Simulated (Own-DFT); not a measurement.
# Misfit strain and the stress it brings: wurtzite AlGaN with randomly placed atoms, 72 atoms (Al9Ga27N36)

Calculated, not measured: single-point runs of Own-DFT, a retired in-house plane-wave DFT program that no person has reviewed, on unrelaxed cells, without spin or spin-orbit coupling.

Common settings: PBEsol; PseudoDojo norm-conserving scalar-relativistic files, made for PBE; cutoff 42 hartree; 4 x 4 x 3 k mesh centred on Gamma; Fermi-Dirac smearing of 0.1 eV.

Keep in mind: forces on such cells passed a denser k mesh, each cell not checked; stress not checked against mesh or cutoff.

Unstrained cell vectors in Å: (9.509, 0.000, 0.000); (-4.755, 8.235, 0.000); (0.000, 0.000, 10.268). The unstrained cell has measured lattice constants (interpolated for alloys), not those of this functional. That, the random moves and any unrelaxed bonds set the pressure at no strain. Each run strains x and y alike by e, as a substrate would, and holds the height along z. Random moves of width 0.05 Å per axis were added to every atom. The random placing of the alloy's atoms differs from row to row. Stress is positive in tension.

| e (%) | u (Å) | (s_xx + s_yy)/2 (GPa) | s_zz (GPa) |
|---|---|---|---|
| -3.00 | 0.047 | -21.71 | -6.71 |
| -2.75 | 0.050 | -18.68 | -7.90 |
| -2.25 | 0.050 | -13.10 | -9.14 |
| -1.25 | 0.050 | -9.54 | -4.74 |
| -0.75 | 0.051 | -6.25 | -5.16 |
| -0.50 | 0.049 | -4.92 | -3.38 |
| 0.75 | 0.048 | ? | ? |
| 1.25 | 0.052 | 3.83 | -1.87 |
| 2.50 | 0.054 | 9.46 | -2.01 |
| 3.00 | 0.050 | 11.15 | 0.41 |

## Worked fit

With e as a fraction, the in-plane stress is -2.0 + 525 e - 2976 e² GPa (errors 17 and 1059, scatter 1.08), and s_zz is -4.0 + 130 e GPa (slope ± 20, scatter 1.25). At e = 0 the first slope is C11 + C12 and the second 2 C13, both with the ions held to the strained lattice and at the cell's own pressure. A free layer would change its height as e changes, and the in-plane slope would drop by 2 C13²/C33 to the biaxial modulus. At fixed height, a misfit of 1 % moves the in-plane stress by about 5.3 GPa and s_zz by 1.3 GPa.

## Check

Asked: what are the two stresses at e = 0.75 %?

The fitted form gives 1.8 and -3.0 GPa. The calculation gave 1.14 and -0.57 GPa.
